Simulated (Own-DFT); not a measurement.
# Device materials side by side: how hard are they to compress?

Calculated, not measured: single-point runs of Own-DFT, a retired in-house plane-wave DFT program that no person has reviewed, on unrelaxed cells, without spin or spin-orbit coupling.

Caveats (not all hold for every row): forces on such cells moved up to 12 meV/angstrom on a denser k mesh; forces not confirmed at this smearing and k mesh; k mesh not checked against a denser one; forces on such cells passed a denser k mesh, each cell not checked; stress not checked against mesh or cutoff.

All runs are PBE with PseudoDojo norm-conserving files; cutoff and k mesh are each material's own. Every cell starts from measured lattice constants and was given uniform random strains and small random moves of its atoms. Each triple is the change of volume in per cent, the rms move u in Å and the pressure in GPa.

- 4H SiC (C36Si36), 10.36 Å³/atom unstrained: (-2.40, 0.051, 11.37); (-1.39, 0.048, 8.47); (-1.04, 0.053, 8.22); (0.94, 0.053, 3.67); (0.98, 0.047, 3.00); (1.10, 0.050, 3.11); (3.78, 0.051, -2.45)
- wurtzite GaN (Ga48N48), 11.42 Å³/atom unstrained: (-2.61, 0.051, 13.68); (-1.26, 0.047, 10.33); (-1.05, 0.051, 10.49); (-0.15, 0.050, 8.03); (0.11, 0.054, 8.04); (1.83, 0.051, 4.43); (2.89, 0.047, 1.97)
- diamond silicon (Si64), 20.02 Å³/atom unstrained: (-3.97, 0.051, 7.03); (-2.84, 0.050, 5.79); (-1.49, 0.053, 4.28); (1.39, 0.058, 1.55); (1.43, 0.050, 1.39); (2.08, 0.050, 0.76); (2.33, 0.053, 0.51)
- zincblende GaAs (As32Ga32), 22.58 Å³/atom unstrained: withheld
- zincblende InP (In32P32), 25.27 Å³/atom unstrained: (-2.04, 0.044, 5.06); (-1.72, 0.050, 4.91); (-0.80, 0.052, 4.68); (0.57, 0.047, 3.25); (1.38, 0.047, 2.77); (1.83, 0.050, 2.38); (2.17, 0.048, 2.10)
- grey tin (Sn64), 34.15 Å³/atom unstrained: (-1.72, 0.047, 4.79); (-1.72, 0.053, 4.92); (-1.36, 0.051, 4.51); (-0.53, 0.050, 4.14); (0.06, 0.050, 3.66); (0.85, 0.049, 3.21); (1.52, 0.053, 2.89)

## Analysis

Fit a line to each set against the fractional change of volume; B is minus its slope, and u is nearly the same within a set. To take it to zero pressure, assume that B rises by 4 GPa for each GPa: B0 = B - 4 x (mean pressure). The bond length of an ideal tetrahedral crystal with the unstrained volume v is d = (√3/4)(8 v)^(1/3). Cohen's empirical rule reads B0 = (1971 - 220 L) d^(-3.5) GPa, with L = 0 for group IV crystals and SiC and 1 for III-V compounds.

```
material,L,d (Å),B (GPa),mean P (GPa),B0 (GPa),rule (GPa)
4H SiC (C36Si36),0,1.888,223 ± 7,5.1,203 ± 7,213
wurtzite GaN (Ga48N48),1,1.950,209 ± 6,8.1,176 ± 6,169
diamond silicon (Si64),0,2.352,102 ± 1,3.0,90 ± 1,99
zincblende GaAs (As32Ga32),1,2.448,?,?,?,76
zincblende InP (In32P32),1,2.541,73 ± 4,3.6,58 ± 4,67
grey tin (Sn64),0,2.810,61 ± 3,4.0,45 ± 3,53
```

A line through ln[B0/(1971 - 220 L)] against ln d has a slope of -3.9 ± 0.1 and a scatter of 4 %. Against the rule, B0 stands at 95 % for 4H SiC, 104 % for wurtzite GaN, 91 % for diamond silicon, 87 % for zincblende InP, 85 % for grey tin. PBE tends to make silicon and heavier crystals too soft, and the rule itself is only a guide.

## Withheld run

Asked: what B0 does the fitted trend give for zincblende GaAs (As32Ga32)?

Estimate: 68 GPa. Its own runs give B = 79 ± 2 GPa at a mean pressure of 4.5 GPa, so B0 = 61 GPa.
